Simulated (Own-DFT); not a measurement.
# One host, several defects: zincblende GaAs

The numbers are computed, not measured, by runs of the plane-wave DFT program Own-DFT (in-house, retired, unreviewed) at fixed positions, with no spin and no spin-orbit coupling.

Method: PBE; PseudoDojo norm-conserving scalar-relativistic files; cutoff 42 hartree; 3 x 3 x 3 k mesh centred on Gamma; Fermi-Dirac smearing of 0.1 eV.

Known weak points (not all hold for every row): not probed for a lower state with spin; forces not confirmed at this smearing and k mesh; stress not checked against mesh or cutoff.

All runs share one cell, with vectors in Å (11.737, 0.000, 0.000); (0.000, 11.737, 0.000); (0.000, 0.000, 10.833) and a volume of 1492.4 Å³, strained against the parent crystal. Atoms were moved at random from their sites; u is the rms move along one axis. The defect's site can differ from row to row.

| cell | formula | u (Å) | P (GPa) |
|---|---|---|---|
| no defect | As32Ga32 | 0.0297 | 1.26 |
| no defect | As32Ga32 | 0.0496 | 1.58 |
| no defect | As32Ga32 | 0.0538 | 1.75 |
| one Al on a Ga site | AlAs32Ga31 | 0.0300 | 1.23 |
| one Al on a Ga site | AlAs32Ga31 | 0.0305 | 1.26 |
| one Al on a Ga site | AlAs32Ga31 | 0.0537 | 1.59 |
| one As vacancy and one Ga vacancy | As31Ga31 | 0.0305 | ? |
| one As vacancy and one Ga vacancy | As31Ga31 | 0.0306 | 0.94 |
| one As vacancy and one Ga vacancy | As31Ga31 | 0.0486 | 1.12 |
| one As vacancy and one Ga vacancy | As31Ga31 | 0.0500 | 1.24 |

## Working it out

P = P0 + c u² + a shift for each defect gives P0 = 1.13 GPa, c = 191 ± 21 GPa/Å² and a scatter of 0.05 GPa. The shifts, and each times the cell's volume:

- one Al on a Ga site: -0.07 ± 0.04 GPa, -0.7 eV (not resolved)
- one As vacancy and one Ga vacancy: -0.40 ± 0.04 GPa, -3.7 eV

Positive is outwards. The product with the volume (160.2 GPa Å³ to the eV) is nearly free of the cell's size; divided by the bulk modulus at the cell's pressure it gives the volume that the defect adds. The atoms around the defects weren't relaxed, which would change these numbers.

## Prediction

Q: what pressure belongs in the blank (one As vacancy and one Ga vacancy, u = 0.0305 Å)?

Estimate: 0.91 ± 0.06 GPa. The hidden result is 0.93 GPa.
